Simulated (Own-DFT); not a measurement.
# A layer strained by its substrate: wurtzite AlGaN with randomly placed atoms, 72 atoms (Al9Ga27N36)

Everything here is calculated. The program is Own-DFT (plane waves, in-house, since retired, never reviewed by a person); positions were held fixed, and spin and spin-orbit coupling were off.

Method: PBE; PseudoDojo norm-conserving scalar-relativistic files (stringent for Ga); cutoff 96 hartree; 4 x 4 x 3 k mesh centred on Gamma; Gaussian smearing of 0.01 eV.

Keep in mind: forces on such cells passed a denser k mesh, each cell not checked; stress not checked against mesh or cutoff.

Unstrained cell vectors in Å: (9.509, 0.000, 0.000); (-4.755, 8.235, 0.000); (0.000, 0.000, 10.268). The unstrained cell has measured lattice constants (interpolated for alloys), not those of this functional. That, the random moves and any unrelaxed bonds set the pressure at no strain. Each run strains x and y alike by e, as a substrate would, and holds the height along z. Random moves of width 0.05 Å per axis were added to every atom. The random placing of the alloy's atoms differs from row to row. Stress is positive in tension.

```
e (%),u (Å),(s_xx + s_yy)/2 (GPa),s_zz (GPa)
-3.00,0.051,-26.24,-11.59
-1.75,0.048,-16.13,-11.52
-1.25,0.046,-15.34,-7.69
-1.00,0.051,-12.77,-9.48
-0.75,0.049,-10.74,-9.54
0.50,0.049,-4.26,-6.74
0.75,0.051,?,?
1.75,0.055,1.61,-5.68
2.00,0.055,2.34,-4.94
2.25,0.048,4.45,-5.40
```

## Working it out

With e as a fraction, the in-plane stress is -6.9 + 546 e - 2985 e² GPa (errors 15 and 1024, scatter 0.79), and s_zz is -7.9 + 131 e GPa (slope ± 18, scatter 0.95). At e = 0 the first slope is C11 + C12 and the second 2 C13, both with the ions held to the strained lattice and at the cell's own pressure. A free layer would change its height as e changes, and the in-plane slope would drop by 2 C13²/C33 to the biaxial modulus. At fixed height, a misfit of 1 % moves the in-plane stress by about 5.5 GPa and s_zz by 1.3 GPa.

## Check

The question: what are the two stresses at e = 0.75 %?

The fitted form gives -3.0 and -6.9 GPa. DFT gave -2.85 and -7.39 GPa.
